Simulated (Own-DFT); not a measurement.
# What a defect does to the pressure of its cell: C40 NbSi2

No measurement is shown. These are fixed-geometry runs of a retired plane-wave code named Own-DFT, which no person has reviewed; spin and spin-orbit coupling are neglected.

Common settings: PBEsol; PseudoDojo norm-conserving scalar-relativistic files, made for PBE; cutoff 42 hartree; 4 x 4 x 5 k mesh centred on Gamma; cold (Marzari-Vanderbilt) smearing of 0.2 eV.

Caveats: forces on such cells failed a check on a denser k mesh; stress not checked against mesh or cutoff.

All runs share one cell, with vectors in Å (0.000, 8.324, 0.000); (-9.613, 0.000, 0.000); (0.000, 0.000, 6.586) and a volume of 527.0 Å³. Atoms were moved at random from their sites; u is the rms move along one axis. The defect's site can differ from row to row.

```
cell,formula,u (Å),P (GPa)
no defect,Nb12Si24,0.0214,-2.12
no defect,Nb12Si24,0.0390,-1.58
no defect,Nb12Si24,0.0487,-0.90
two Si on a Nb site each,Nb10Si26,0.0290,-1.70
two Si on a Nb site each,Nb10Si26,0.0492,-0.88
two Si on a Nb site each,Nb10Si26,0.0518,-0.88
two Nb on a Si site each,Nb14Si22,0.0276,3.29
two Nb on a Si site each,Nb14Si22,0.0296,3.57
two Nb on a Si site each,Nb14Si22,0.0472,?
two Nb on a Si site each,Nb14Si22,0.0509,4.35
two Nb vacancies,Nb10Si24,0.0281,-3.26
two Nb vacancies,Nb10Si24,0.0472,-3.05
two Nb vacancies,Nb10Si24,0.0526,-2.25
one Si vacancy,Nb12Si23,0.0280,-2.60
one Si vacancy,Nb12Si23,0.0334,-2.35
one Si vacancy,Nb12Si23,0.0530,-1.53
```

## What the rows give

P = P0 + c u² + a shift for each defect gives P0 = -2.28 GPa, c = 513 ± 53 GPa/Å² and a scatter of 0.17 GPa. The shifts, and each times the cell's volume:

- two Nb on a Si site each: 5.29 ± 0.14 GPa, 17.4 eV (8.7 eV for each of its 2 sites)
- two Si on a Nb site each: 0.11 ± 0.14 GPa, 0.4 eV (0.2 eV for each of its 2 sites) (not resolved)
- one Si vacancy: -0.69 ± 0.14 GPa, -2.3 eV
- two Nb vacancies: -1.57 ± 0.14 GPa, -5.2 eV (-2.6 eV for each of its 2 sites)

Against the defect-free cell, a freed cell would be larger where the shift is positive and smaller where it is negative (160.2 GPa Å³ is 1 eV). The atoms around the defects weren't relaxed, which would change these numbers.

## Prediction

The question: what pressure belongs in the blank (two Nb on a Si site each, u = 0.0472 Å)?

Estimate: 4.16 ± 0.20 GPa. DFT gave 4.13 GPa.
